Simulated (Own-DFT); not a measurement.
## Calculated data, AlN (wurtzite, atoms displaced)

A calculation, not a measurement: plane-wave PBE density functional theory by an unreviewed code, no spin, of a simulated periodic cell, stress positive in tension, free energy of the whole cell less one offset for each atom, forces on such cells passed a denser k mesh, this cell's mesh not checked; offsets are fitted by least squares, one for each functional and potential file, so energies compare only between cells with the same atoms and settings and are not formation energies; the far tail of each file's local potential was reset to the Coulomb form; each entry is a single point on an unrelaxed cell, so the pressure reflects the starting lattice, mostly measured values (interpolated for alloys), from which strain is counted, and rises with the displacements; printed positions are rounded, which can move forces by about a meV/angstrom; the program, named Own-DFT, is a retired in-house code; no spin-orbit coupling. Program: Own-DFT development build.

Settings shared by all entries: functional PBE; potential files PseudoDojo norm-conserving, scalar-relativistic, standard set; wave cutoff 42 hartree; occupations Fermi-Dirac; smearing width 0.1 eV; hardware one NVIDIA H100; k mesh 2 x 2 x 2 centred on Gamma.

(1) AlN (wurtzite, atoms displaced)

```cif
# cell vector a (Å): 12.4480 0.0000 0.0000
# cell vector b (Å): -6.2240 10.7803 0.0000
# cell vector c (Å): 0.0000 0.0000 9.9640
data_AlN
_symmetry_space_group_name_H-M 'P 1'
_symmetry_Int_Tables_number 1
_cell_length_a 12.4480
_cell_length_b 12.4480
_cell_length_c 9.9640
_cell_angle_alpha 90.000
_cell_angle_beta 90.000
_cell_angle_gamma 120.000
_cell_volume 1337.10
loop_
_atom_site_label
_atom_site_type_symbol
_atom_site_fract_x
_atom_site_fract_y
_atom_site_fract_z
_atom_site_occupancy
Al1 Al 0.08940 0.16261 0.01055 1
Al2 Al 0.17067 0.07466 0.23546 1
N1 N 0.08654 0.16759 0.19794 1
N2 N 0.18333 0.09791 0.45498 1
Al3 Al 0.07991 0.16419 0.50779 1
Al4 Al 0.16823 0.09151 0.74765 1
N3 N 0.07463 0.17064 0.68820 1
N4 N 0.15517 0.07262 0.93578 1
Al5 Al 0.09173 0.40686 0.99397 1
Al6 Al 0.16024 0.33643 0.24458 1
N5 N 0.08680 0.41697 0.18820 1
N6 N 0.17009 0.32381 0.43927 1
Al7 Al 0.07493 0.41893 0.49424 1
Al8 Al 0.18645 0.35430 0.74808 1
N7 N 0.09512 0.43491 0.68947 1
N8 N 0.15484 0.32906 0.93127 1
Al9 Al 0.10585 0.68494 0.99117 1
Al10 Al 0.16574 0.58289 0.27481 1
N9 N 0.08420 0.66628 0.20053 1
N10 N 0.16545 0.58040 0.43980 1
Al11 Al 0.09107 0.66633 0.49035 1
Al12 Al 0.17002 0.56992 0.75427 1
N11 N 0.09404 0.66195 0.69054 1
N12 N 0.18588 0.58934 0.93407 1
Al13 Al 0.08962 0.91594 0.00119 1
Al14 Al 0.16334 0.82949 0.25036 1
N13 N 0.06952 0.91646 0.18251 1
N14 N 0.16773 0.83870 0.44951 1
Al15 Al 0.08149 0.91285 0.50666 1
Al16 Al 0.16946 0.83712 0.75583 1
N15 N 0.08938 0.92613 0.68409 1
N16 N 0.15773 0.83517 0.93501 1
Al17 Al 0.33115 0.15259 0.01318 1
Al18 Al 0.39745 0.07760 0.27045 1
N17 N 0.31935 0.16338 0.18446 1
N18 N 0.42475 0.09458 0.45369 1
Al19 Al 0.33237 0.15701 0.50689 1
Al20 Al 0.40460 0.07896 0.74872 1
N19 N 0.32602 0.15849 0.69066 1
N20 N 0.39690 0.07452 0.93884 1
Al21 Al 0.33206 0.41934 0.00514 1
Al22 Al 0.40769 0.32694 0.24483 1
N21 N 0.31725 0.40920 0.19412 1
N22 N 0.42714 0.34730 0.45423 1
Al23 Al 0.32719 0.41880 0.49129 1
Al24 Al 0.42283 0.33391 0.77716 1
N23 N 0.34265 0.42022 0.66872 1
N24 N 0.40960 0.33645 0.93695 1
Al25 Al 0.33346 0.66134 0.01150 1
Al26 Al 0.41456 0.59276 0.23674 1
N25 N 0.31695 0.65958 0.19641 1
N26 N 0.41817 0.57383 0.46094 1
Al27 Al 0.33438 0.66059 0.50231 1
Al28 Al 0.42970 0.57623 0.75230 1
N27 N 0.33521 0.66317 0.69162 1
N28 N 0.40372 0.58467 0.95201 1
Al29 Al 0.33030 0.91050 0.00899 1
Al30 Al 0.42290 0.83159 0.25330 1
N29 N 0.32304 0.90364 0.18573 1
N30 N 0.41154 0.82259 0.46354 1
Al31 Al 0.34161 0.93918 0.51809 1
Al32 Al 0.43054 0.84241 0.75906 1
N31 N 0.32760 0.91653 0.68976 1
N32 N 0.41336 0.82552 0.93237 1
Al33 Al 0.60082 0.16385 0.00045 1
Al34 Al 0.66086 0.08631 0.23539 1
N33 N 0.59579 0.17127 0.18055 1
N34 N 0.67212 0.08634 0.43896 1
Al35 Al 0.57838 0.16419 0.50803 1
Al36 Al 0.65874 0.06375 0.76009 1
N35 N 0.58409 0.17192 0.69377 1
N36 N 0.65481 0.07021 0.94096 1
Al37 Al 0.56920 0.40994 0.98758 1
Al38 Al 0.66544 0.33094 0.26308 1
N37 N 0.57698 0.42371 0.18771 1
N38 N 0.67655 0.32137 0.47477 1
Al39 Al 0.56119 0.40109 0.49404 1
Al40 Al 0.66349 0.34456 0.76001 1
N39 N 0.58071 0.40779 0.67989 1
N40 N 0.67254 0.33764 0.95388 1
Al41 Al 0.56731 0.65417 0.00692 1
Al42 Al 0.66834 0.60374 0.25843 1
N41 N 0.59014 0.68903 0.18152 1
N42 N 0.66248 0.59344 0.44164 1
Al43 Al 0.57189 0.66878 0.50384 1
Al44 Al 0.67015 0.59487 0.73288 1
N43 N 0.59301 0.65822 0.69665 1
N44 N 0.67320 0.60893 0.93608 1
Al45 Al 0.57932 0.92844 0.99342 1
Al46 Al 0.66705 0.82568 0.25390 1
N45 N 0.58861 0.93932 0.19852 1
N46 N 0.63485 0.82006 0.42957 1
Al47 Al 0.58196 0.90506 0.51315 1
Al48 Al 0.66683 0.82892 0.74101 1
N47 N 0.59031 0.92021 0.70315 1
N48 N 0.65157 0.82133 0.96033 1
Al49 Al 0.83759 0.17063 0.96756 1
Al50 Al 0.91264 0.07877 0.25209 1
N49 N 0.82301 0.15455 0.18943 1
N50 N 0.91446 0.06969 0.43505 1
Al51 Al 0.84178 0.17389 0.48719 1
Al52 Al 0.91345 0.08435 0.74335 1
N51 N 0.83388 0.18138 0.70380 1
N52 N 0.92480 0.06997 0.92032 1
Al53 Al 0.84360 0.40900 0.00558 1
Al54 Al 0.91383 0.33428 0.21875 1
N53 N 0.84046 0.41580 0.19671 1
N54 N 0.91851 0.32629 0.43669 1
Al55 Al 0.82431 0.42481 0.51068 1
Al56 Al 0.91777 0.34558 0.73855 1
N55 N 0.84078 0.41102 0.69942 1
N56 N 0.90854 0.33183 0.95206 1
Al57 Al 0.83972 0.66456 0.99397 1
Al58 Al 0.92652 0.58276 0.25251 1
N57 N 0.84722 0.66565 0.20567 1
N58 N 0.92622 0.59036 0.43399 1
Al59 Al 0.82148 0.67110 0.48373 1
Al60 Al 0.92912 0.58412 0.73942 1
N59 N 0.82178 0.65517 0.69365 1
N60 N 0.92740 0.60572 0.94421 1
Al61 Al 0.82814 0.90871 0.98479 1
Al62 Al 0.90842 0.83295 0.24316 1
N61 N 0.83721 0.91286 0.19191 1
N62 N 0.92589 0.84579 0.43144 1
Al63 Al 0.83014 0.91170 0.49060 1
Al64 Al 0.91369 0.82140 0.75078 1
N63 N 0.84402 0.92836 0.69024 1
N64 N 0.92164 0.82865 0.93731 1
```

Results for AlN (wurtzite, atoms displaced): free energy of cell above offsets -19.632 eV; pressure 12.72 GPa; stress xx -14.05 GPa; stress yy -13.41 GPa; stress zz -10.69 GPa; stress yz -1.12 GPa; stress xz 0.54 GPa; stress xy 1.14 GPa; wall time 422.6 s.

Force:
```csv
element,x (eV/Å),y (eV/Å),z (eV/Å)
Al,-1.878,-0.61,-1.758
Al,-5.547,-0.31,3.855
N,-0.305,-0.591,-0.989
N,-2.625,-3.547,-3.006
Al,0.872,-0.051,-1.679
Al,-1.932,-1.067,-0.118
N,2.018,1.409,0.845
N,2.024,2.383,1.094
Al,-5.471,4.275,2.311
Al,0.538,-2.675,2.789
N,-1.748,1.116,-0.912
N,-2.99,1.445,-0.718
Al,2.263,-1.44,0.938
Al,-1.608,-2.808,-1.805
N,-0.695,-8.338,-2.615
N,5.821,-2.004,-0.336
Al,-1.334,-4.895,1.324
Al,-1.309,-0.864,-7.128
N,2.063,0.46,-1.441
N,1.28,0.048,4.036
Al,-1.261,1.482,2.379
Al,0.179,8.813,1.231
N,-0.963,1.252,-0.365
N,-3.209,-1.706,1.692
Al,-3.64,-0.101,-0.624
Al,-1.516,0.109,1.265
N,3.297,-0.42,0.902
N,1.533,0.158,-1.662
Al,-0.063,1.942,-1.382
Al,-0.906,-1.011,-2.555
N,-0.452,-2.114,2.425
N,3.76,1.077,0.778
Al,-2.632,1.022,-3.877
Al,2.268,-0.299,-2.898
N,4.392,1.476,2.259
N,-0.71,-1.343,-2.668
Al,-1.147,4.549,1.666
Al,1.935,1.029,1.382
N,0.585,2.47,1.151
N,3.879,-0.64,0.133
Al,-1.663,-0.897,0.122
Al,-0.116,2.109,1.857
N,3.071,2.315,-1.136
N,-10.37,-7.412,-6.133
Al,1.445,-3.085,-0.189
Al,-0.356,-1.18,-11.41
N,0.486,-0.603,5.667
N,-0.838,-1.155,6.899
Al,-2.749,2.828,-0.54
Al,1.352,-1.916,2.137
N,2.411,2.034,0.09
N,-2.78,2.708,-4.156
Al,-0.502,-0.578,1.765
Al,-3.214,0.991,-0.653
N,1.931,0.575,0.668
N,4.76,-2.951,-1.604
Al,-0.047,0.75,-3.231
Al,-0.854,0.916,1.326
N,0.562,1.891,2.945
N,-0.663,2.874,-2.255
Al,0.452,-5.186,-2.608
Al,-2.946,-3.204,-3.178
N,2.025,0.302,2.751
N,-0.87,1.247,3.894
Al,-4.925,2.501,-0.476
Al,2.867,3.077,4.901
N,-4.594,1.463,1.585
N,-1.178,-1.316,0.824
Al,4.679,-0.733,1.456
Al,-0.649,8.367,-1.63
N,-0.525,-1.952,2.1
N,2.666,5.322,-2.388
Al,3.375,2.948,2.778
Al,0.641,0.802,-1.102
N,0.335,-0.584,0.578
N,-5.481,1.376,-5.107
Al,11.81,6.04,3.872
Al,3.258,-2.284,-0.454
N,-1.833,2.085,2.353
N,-0.817,-0.401,-1.45
Al,1.339,2.425,-1.88
Al,1.66,-2.406,-2.119
N,-1.091,-6.942,1.034
N,-0.858,-1.375,0.068
Al,2.492,-1.075,0.6
Al,5.719,-6.794,4.479
N,-9.072,5.619,-3.339
N,0.726,-3.925,-0.269
Al,1.821,-8.062,4.169
Al,-0.984,7.215,-0.8
N,-0.25,-8.668,-2.664
N,4.483,0.099,1.367
Al,-3.373,4.026,-1.135
Al,1.459,0.231,2.886
N,0.74,-4.584,-2.606
N,-0.133,2.373,-2.944
Al,1.476,-3.682,1.811
Al,0.19,0.346,-1.363
N,1.659,2.14,-1.91
N,-0.932,2.334,1.078
Al,-1.117,-3.171,1.294
Al,0.162,2.257,-0.383
N,0.669,-3.143,-0.243
N,-2.12,1.708,3.398
Al,-6.661,5.568,1.207
Al,3.708,-3.428,3.229
N,-3.887,1.522,-0.724
N,-1.168,3.3,-0.954
Al,5.002,1.546,-0.094
Al,7.049,-3.405,2.483
N,-7.906,5.107,-1.96
N,5.937,-0.568,-2.79
Al,-3.91,1.538,2.236
Al,-1.334,-0.853,-0.728
N,-3.637,0.177,-1.4
N,-1.634,-1.172,2.646
Al,3.857,0.763,1.096
Al,-1.285,0.392,1.832
N,4.205,2.091,-2.75
N,5.417,-4.445,-1.984
Al,0.254,-0.496,1.254
Al,3.291,-1.198,0.761
N,-3.574,0.816,-1.158
N,-1.178,-2.199,0.931
Al,-0.102,0.217,1.222
Al,0.418,2.06,-0.278
N,-1.426,-4.637,-1.623
N,-1.03,0.594,0.233
```

(2) AlN (wurtzite, atoms displaced)

```cif
# cell vector a (Å): 12.4480 0.0000 0.0000
# cell vector b (Å): -6.2240 10.7803 0.0000
# cell vector c (Å): 0.0000 0.0000 9.9640
data_AlN
_symmetry_space_group_name_H-M 'P 1'
_symmetry_Int_Tables_number 1
_cell_length_a 12.4480
_cell_length_b 12.4480
_cell_length_c 9.9640
_cell_angle_alpha 90.000
_cell_angle_beta 90.000
_cell_angle_gamma 120.000
_cell_volume 1337.10
loop_
_atom_site_label
_atom_site_type_symbol
_atom_site_fract_x
_atom_site_fract_y
_atom_site_fract_z
_atom_site_occupancy
Al1 Al 0.08769 0.18785 0.00441 1
Al2 Al 0.15836 0.08608 0.24197 1
N1 N 0.09063 0.16290 0.18589 1
N2 N 0.17940 0.09496 0.44337 1
Al3 Al 0.09777 0.17973 0.51482 1
Al4 Al 0.15600 0.08900 0.76503 1
N3 N 0.08158 0.16598 0.68263 1
N4 N 0.17633 0.08529 0.93749 1
Al5 Al 0.07375 0.40540 0.00973 1
Al6 Al 0.15839 0.32601 0.21875 1
N5 N 0.09009 0.40849 0.21182 1
N6 N 0.16645 0.33684 0.44659 1
Al7 Al 0.08177 0.42536 0.48992 1
Al8 Al 0.15943 0.32239 0.74639 1
N7 N 0.08477 0.40994 0.69752 1
N8 N 0.16673 0.31835 0.91691 1
Al9 Al 0.07990 0.66366 0.99267 1
Al10 Al 0.16462 0.58945 0.26131 1
N9 N 0.08500 0.66705 0.19137 1
N10 N 0.17013 0.58761 0.44012 1
Al11 Al 0.09169 0.67521 0.51176 1
Al12 Al 0.16961 0.57830 0.73618 1
N11 N 0.08213 0.66456 0.67681 1
N12 N 0.16322 0.59870 0.94575 1
Al13 Al 0.07913 0.90388 0.01980 1
Al14 Al 0.16286 0.83872 0.25093 1
N13 N 0.06281 0.90608 0.19062 1
N14 N 0.16107 0.81016 0.43877 1
Al15 Al 0.06909 0.91940 0.49858 1
Al16 Al 0.16052 0.82800 0.73415 1
N15 N 0.07816 0.89836 0.69855 1
N16 N 0.17699 0.84160 0.94158 1
Al17 Al 0.33903 0.16680 0.98938 1
Al18 Al 0.41846 0.09527 0.25254 1
N17 N 0.33674 0.16812 0.19133 1
N18 N 0.42045 0.07856 0.44445 1
Al19 Al 0.32964 0.16048 0.49301 1
Al20 Al 0.41350 0.08014 0.76641 1
N19 N 0.34131 0.18632 0.69653 1
N20 N 0.40020 0.07132 0.93447 1
Al21 Al 0.32944 0.41706 0.00542 1
Al22 Al 0.42546 0.34426 0.25388 1
N21 N 0.33641 0.41068 0.19135 1
N22 N 0.41678 0.33674 0.43524 1
Al23 Al 0.33769 0.41897 0.50364 1
Al24 Al 0.42059 0.33221 0.72801 1
N23 N 0.33550 0.41116 0.68931 1
N24 N 0.41896 0.31344 0.94426 1
Al25 Al 0.33106 0.65816 0.01152 1
Al26 Al 0.39845 0.58485 0.24604 1
N25 N 0.34051 0.66679 0.18934 1
N26 N 0.41255 0.59675 0.44217 1
Al27 Al 0.31739 0.65162 0.49018 1
Al28 Al 0.41495 0.57773 0.74420 1
N27 N 0.34067 0.67431 0.68668 1
N28 N 0.42774 0.59865 0.93475 1
Al29 Al 0.33820 0.89495 0.99943 1
Al30 Al 0.40062 0.83062 0.25146 1
N29 N 0.32842 0.89563 0.17242 1
N30 N 0.39911 0.82438 0.44650 1
Al31 Al 0.33513 0.91308 0.49995 1
Al32 Al 0.41473 0.83464 0.76088 1
N31 N 0.32640 0.90043 0.69021 1
N32 N 0.41351 0.82654 0.93219 1
Al33 Al 0.58052 0.15825 0.99024 1
Al34 Al 0.68716 0.11142 0.23842 1
N33 N 0.57488 0.15667 0.16558 1
N34 N 0.65832 0.07863 0.43226 1
Al35 Al 0.58603 0.16857 0.50035 1
Al36 Al 0.66169 0.08103 0.74700 1
N35 N 0.57218 0.16186 0.71693 1
N36 N 0.64915 0.06983 0.93572 1
Al37 Al 0.58028 0.40477 0.99662 1
Al38 Al 0.66665 0.34558 0.24604 1
N37 N 0.57040 0.40871 0.18377 1
N38 N 0.65984 0.32488 0.43792 1
Al39 Al 0.57810 0.41511 0.49653 1
Al40 Al 0.67899 0.33086 0.74051 1
N39 N 0.57302 0.40823 0.66889 1
N40 N 0.66606 0.34342 0.93623 1
Al41 Al 0.57329 0.66156 0.99930 1
Al42 Al 0.67742 0.58803 0.24440 1
N41 N 0.59241 0.67393 0.17587 1
N42 N 0.65348 0.58658 0.43064 1
Al43 Al 0.59541 0.67541 0.48691 1
Al44 Al 0.66799 0.58848 0.73912 1
N43 N 0.59221 0.67249 0.69633 1
N44 N 0.66131 0.59249 0.92851 1
Al45 Al 0.58882 0.91952 0.99169 1
Al46 Al 0.65554 0.84068 0.26141 1
N45 N 0.59352 0.92692 0.20215 1
N46 N 0.66588 0.84469 0.43518 1
Al47 Al 0.59047 0.92929 0.48602 1
Al48 Al 0.67004 0.82274 0.76054 1
N47 N 0.59443 0.92451 0.71047 1
N48 N 0.68868 0.83852 0.95396 1
Al49 Al 0.83759 0.16455 0.00133 1
Al50 Al 0.90958 0.07668 0.24310 1
N49 N 0.82872 0.17568 0.19087 1
N50 N 0.90880 0.09011 0.42412 1
Al51 Al 0.84945 0.17550 0.49012 1
Al52 Al 0.92879 0.09256 0.75011 1
N51 N 0.83494 0.16608 0.70044 1
N52 N 0.91513 0.08573 0.94562 1
Al53 Al 0.83301 0.42104 0.99691 1
Al54 Al 0.91672 0.32808 0.25709 1
N53 N 0.84936 0.42461 0.17521 1
N54 N 0.90600 0.33365 0.42750 1
Al55 Al 0.81973 0.41841 0.50740 1
Al56 Al 0.92117 0.34084 0.76988 1
N55 N 0.84970 0.42490 0.69231 1
N56 N 0.91445 0.33938 0.93694 1
Al57 Al 0.82961 0.66641 0.01494 1
Al58 Al 0.90915 0.58655 0.26630 1
N57 N 0.82416 0.66090 0.19698 1
N58 N 0.89397 0.55945 0.44526 1
Al59 Al 0.81889 0.66660 0.49692 1
Al60 Al 0.91647 0.58465 0.74865 1
N59 N 0.84792 0.67331 0.68646 1
N60 N 0.92451 0.58569 0.93218 1
Al61 Al 0.84262 0.92504 0.99004 1
Al62 Al 0.92916 0.83494 0.26383 1
N61 N 0.83292 0.91466 0.19560 1
N62 N 0.91969 0.83126 0.43634 1
Al63 Al 0.83315 0.90872 0.50639 1
Al64 Al 0.92370 0.82558 0.74858 1
N63 N 0.83403 0.91816 0.68292 1
N64 N 0.91500 0.83616 0.93835 1
```

To be estimated
1. AlN (wurtzite, atoms displaced) (entry 2): stress zz?
2. Give the table of force values for AlN (wurtzite, atoms displaced) (entry 2).

Calculated values
1. -14.86 GPa
2. 
Force:
```csv
element,x (eV/Å),y (eV/Å),z (eV/Å)
Al,1.849,-7.838,-0.025
Al,5.596,-1.614,1.764
N,-5.498,2.097,-1.598
N,-4.516,-3.641,-1.499
Al,-0.904,-0.538,-5.993
Al,3.826,-1.349,-1.971
N,0.317,-0.85,3.373
N,-3.014,-0.807,3.017
Al,-0.447,3.133,-1.249
Al,6.296,-1.27,5.521
N,-5.339,3.311,-3.041
N,0.242,0.525,-0.537
Al,0.395,-2.733,1.052
Al,1.269,2.809,-3.413
N,-1.274,0.895,-1.285
N,-0.765,5.425,4.395
Al,-1.951,3.656,2.355
Al,0.223,-0.224,-2.65
N,-1.96,0.011,0.454
N,-4.163,-2.23,-0.035
Al,-0.891,-5.544,-3.261
Al,-0.126,1.676,1.935
N,0.237,-1.507,5.29
N,5.89,-4.871,-1.514
Al,0.525,1.527,-6.333
Al,2.301,-1.789,-0.609
N,6.133,4.088,1.265
N,-1.831,8.078,-2.594
Al,4.682,1.017,2.269
Al,3.759,-0.472,3.373
N,-2.407,5.161,-3.389
N,-1.745,-2.383,-0.367
Al,-0.856,-4.231,2.559
Al,2.197,-2.056,-0.978
N,-2.139,-0.054,0.101
N,-1.407,0.604,-0.747
Al,3.361,2.504,2.465
Al,-2.247,-0.936,-4.29
N,-0.805,-9.576,-2.853
N,2.912,-0.65,3.964
Al,3.108,-0.307,-2.276
Al,-1.923,-3.216,-0.263
N,-3.408,1.486,-1.028
N,0.042,-0.574,0.755
Al,-1.363,0.671,-1.464
Al,-0.472,4.077,4.432
N,-1.529,0.975,0.447
N,-1.999,7.114,-2.287
Al,-1.383,1.687,-3.501
Al,7.978,-3.081,2.972
N,-6.009,2.017,-0.356
N,4.279,-2.971,-1.442
Al,2.502,5.539,3.924
Al,-0.203,1.664,-0.228
N,-0.387,-2.577,-0.078
N,-3.622,-4.242,-0.469
Al,-4.681,3.55,-1.446
Al,5.034,0.111,2.324
N,-4.432,3.176,3.019
N,3.099,-0.157,-2.165
Al,-1.56,0.033,1.332
Al,1.886,-0.343,-4.06
N,-0.957,2.805,-0.466
N,3.795,-1.762,3.155
Al,-2.381,0.955,-1.873
Al,-7.703,-6.664,2.614
N,0.046,2.339,4.327
N,0.777,5.172,-0.141
Al,-0.165,-2.094,0.921
Al,1.215,1.154,0.879
N,2.46,1.543,-3.457
N,2.778,3.753,0.098
Al,-3.119,2.693,-0.245
Al,1.903,-2.072,-1.103
N,3.722,3.188,0.297
N,-0.737,1.822,-0.369
Al,0.123,0.021,-2.452
Al,-2.633,0.541,1.734
N,3.794,2.869,2.96
N,4.19,-2.09,-1.436
Al,3.966,3.009,0.35
Al,-7.144,-2.179,0.002
N,-1.262,-1.036,3.89
N,4.212,-1.934,-0.094
Al,-5.899,1.701,2.059
Al,1.546,-1.67,1.519
N,-1.433,-2.025,-3.121
N,2.494,-2.21,1.073
Al,0.764,-3.147,1.894
Al,3.94,-1.844,-3.995
N,-3.586,1.078,-2.307
N,2.531,-1.868,2.986
Al,-1.855,-3.813,2.74
Al,-1.057,4.089,0.599
N,-0.557,-3.538,-2.413
N,-5.096,-1.805,-2.457
Al,-3.673,0.453,-0.841
Al,0.131,0.127,0.119
N,7.53,1.426,-3.38
N,4.547,-2.053,1.49
Al,-3.942,-0.103,2.83
Al,-3.413,-2.462,0.055
N,-0.104,1.591,-1.06
N,2.107,2.009,-0.961
Al,-0.665,0.404,-0.716
Al,-0.812,2.656,-2.856
N,-1.847,-0.433,3.102
N,0.612,1.264,4.163
Al,2.306,-4.659,0.432
Al,1.101,-1.511,-6.111
N,-1.905,-1.822,-0.369
N,1.2,-1.675,5.049
Al,-0.597,0.406,-3.805
Al,2.965,-1.33,-2.309
N,4.786,2.849,-0.122
N,-0.534,7.194,-1.214
Al,2.515,-1.161,0.609
Al,1.248,0.719,-0.174
N,-2.922,-2.533,-1.582
N,-2.833,-0.243,0.864
Al,1.492,-1.053,3.271
Al,-8.029,-2.613,-1.988
N,0.827,-0.18,-0.277
N,-2.237,-1.179,2.212
Al,-2.196,2.347,-2.715
Al,-2.888,1.624,2.062
N,1.773,0.01,2.362
N,2.101,-1.034,0.633
```

Further results for AlN (wurtzite, atoms displaced) (entry 2):

* free energy of cell above offsets: -20.792 eV
* pressure: 13.31 GPa
* stress xx: -13.5 GPa
* stress yy: -11.56 GPa
* stress yz: 1.37 GPa
* stress xz: 0.7 GPa
* stress xy: 2.33 GPa
* wall time: 419.2 s
